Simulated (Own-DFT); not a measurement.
# Point defects and the pressure they add: 2H SiC

No measurement is shown. These are fixed-geometry runs of a retired plane-wave code named Own-DFT, which no person has reviewed; spin and spin-orbit coupling are neglected.

Settings: PBE; PseudoDojo norm-conserving scalar-relativistic files; cutoff 42 hartree; 4 x 4 x 3 k mesh centred on Gamma; Fermi-Dirac smearing of 0.1 eV.

Limits (not all hold for every row): not probed for a lower state with spin; forces on such cells passed a denser k mesh, each cell not checked; stress not checked against mesh or cutoff.

All runs share one cell, with vectors in Å (9.248, 0.000, 0.000); (-4.624, 8.009, 0.000); (0.000, 0.000, 10.068) and a volume of 745.7 Å³. The atoms are randomly displaced, by u rms on each axis. The defect's site can differ from row to row.

```
                                     cell     formula   u (Å)  P (GPa)
                                no defect     C36Si36  0.0268     3.62
                                no defect     C36Si36  0.0299     3.77
                                no defect     C36Si36  0.0558     5.89
                       one C on a Si site     C37Si35  0.0280     1.94
                       one C on a Si site     C37Si35  0.0304     1.88
                       one C on a Si site     C37Si35  0.0492     3.65
                   two N on a C site each   C34N2Si36  0.0315     3.17
                   two N on a C site each   C34N2Si36  0.0475     4.08
                   two N on a C site each   C34N2Si36  0.0498     4.25
one C on a Si site and one Si on a C site     C36Si36  0.0282     7.67
one C on a Si site and one Si on a C site     C36Si36  0.0301     7.54
one C on a Si site and one Si on a C site     C36Si36  0.0469     8.71
                 two Al on a Si site each  Al2C36Si34  0.0303        ?
                 two Al on a Si site each  Al2C36Si34  0.0313     5.91
                 two Al on a Si site each  Al2C36Si34  0.0467     7.19
                 two Al on a Si site each  Al2C36Si34  0.0505     7.00
```

## Working it out

P = P0 + c u² + a shift for each defect gives P0 = 3.01 GPa, c = 901 ± 62 GPa/Å² and a scatter of 0.19 GPa. The shifts, and each times the cell's volume:

- one C on a Si site and one Si on a C site: 3.79 ± 0.15 GPa, 17.7 eV
- two Al on a Si site each: 1.97 ± 0.15 GPa, 9.2 eV (4.6 eV for each of its 2 sites)
- two N on a C site each: -0.89 ± 0.15 GPa, -4.2 eV (-2.1 eV for each of its 2 sites)
- one C on a Si site: -1.75 ± 0.15 GPa, -8.2 eV

A positive shift means that the defect pushes the cell outwards. Shift times volume (160.2 GPa Å³ is 1 eV) depends little on the cell's size, so, taken for each site, it can be compared between cells at like pressure. The atoms around the defects weren't relaxed, which would change these numbers.

## Prediction

The question: what pressure belongs in the blank (two Al on a Si site each, u = 0.0303 Å)?

Estimate: 5.80 ± 0.23 GPa. Computed: 5.91 GPa.
